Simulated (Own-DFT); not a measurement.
# One host, several defects: C40 NbSi2

The numbers are computed, not measured, by runs of the plane-wave DFT program Own-DFT (in-house, retired, unreviewed) at fixed positions, with no spin and no spin-orbit coupling.

All runs used: PBE; PseudoDojo norm-conserving scalar-relativistic files; cutoff 42 hartree; 4 x 4 x 5 k mesh centred on Gamma; cold (Marzari-Vanderbilt) smearing of 0.2 eV.

Known weak points: forces on such cells failed a check on a denser k mesh; stress not checked against mesh or cutoff.

All runs share one cell, with vectors in Å (0.000, 8.324, 0.000); (-9.613, 0.000, 0.000); (0.000, 0.000, 6.586) and a volume of 527.0 Å³. u is the rms random offset of the atoms per axis. The defect's site can differ from row to row.

| cell | formula | u (Å) | P (GPa) |
|---|---|---|---|
| no defect | Nb12Si24 | 0.0188 | 1.47 |
| no defect | Nb12Si24 | 0.0455 | 2.37 |
| no defect | Nb12Si24 | 0.0518 | 2.83 |
| two Nb on a Si site each | Nb14Si22 | 0.0280 | ? |
| two Nb on a Si site each | Nb14Si22 | 0.0293 | 7.54 |
| two Nb on a Si site each | Nb14Si22 | 0.0467 | 8.20 |
| two Nb on a Si site each | Nb14Si22 | 0.0493 | 8.40 |
| two Si on a Nb site each | Nb10Si26 | 0.0319 | 1.85 |
| two Si on a Nb site each | Nb10Si26 | 0.0459 | 2.41 |
| two Si on a Nb site each | Nb10Si26 | 0.0469 | 2.13 |
| two Nb vacancies | Nb10Si24 | 0.0304 | 0.33 |
| two Nb vacancies | Nb10Si24 | 0.0309 | 0.00 |
| two Nb vacancies | Nb10Si24 | 0.0478 | 0.51 |
| one Si vacancy | Nb12Si23 | 0.0268 | 0.95 |
| one Si vacancy | Nb12Si23 | 0.0309 | 1.08 |
| one Si vacancy | Nb12Si23 | 0.0495 | 1.56 |

## Analysis

P = P0 + c u² + a shift for each defect gives P0 = 1.47 GPa, c = 445 ± 57 GPa/Å² and a scatter of 0.16 GPa. The shifts, and each times the cell's volume:

- two Nb on a Si site each: 5.77 ± 0.13 GPa, 19.0 eV (9.5 eV for each of its 2 sites)
- two Si on a Nb site each: -0.13 ± 0.13 GPa, -0.4 eV (-0.2 eV for each of its 2 sites) (not resolved)
- one Si vacancy: -0.88 ± 0.13 GPa, -2.9 eV
- two Nb vacancies: -1.81 ± 0.13 GPa, -5.9 eV (-3.0 eV for each of its 2 sites)

Positive is outwards. The product with the volume (160.2 GPa Å³ to the eV) is nearly free of the cell's size; divided by the bulk modulus at the cell's pressure it gives the volume that the defect adds. The atoms around the defects weren't relaxed, which would change these numbers.

## Prediction

Question: what pressure belongs in the blank (two Nb on a Si site each, u = 0.0280 Å)?

From the fit: 7.58 ± 0.20 GPa. The calculation gave 7.41 GPa.
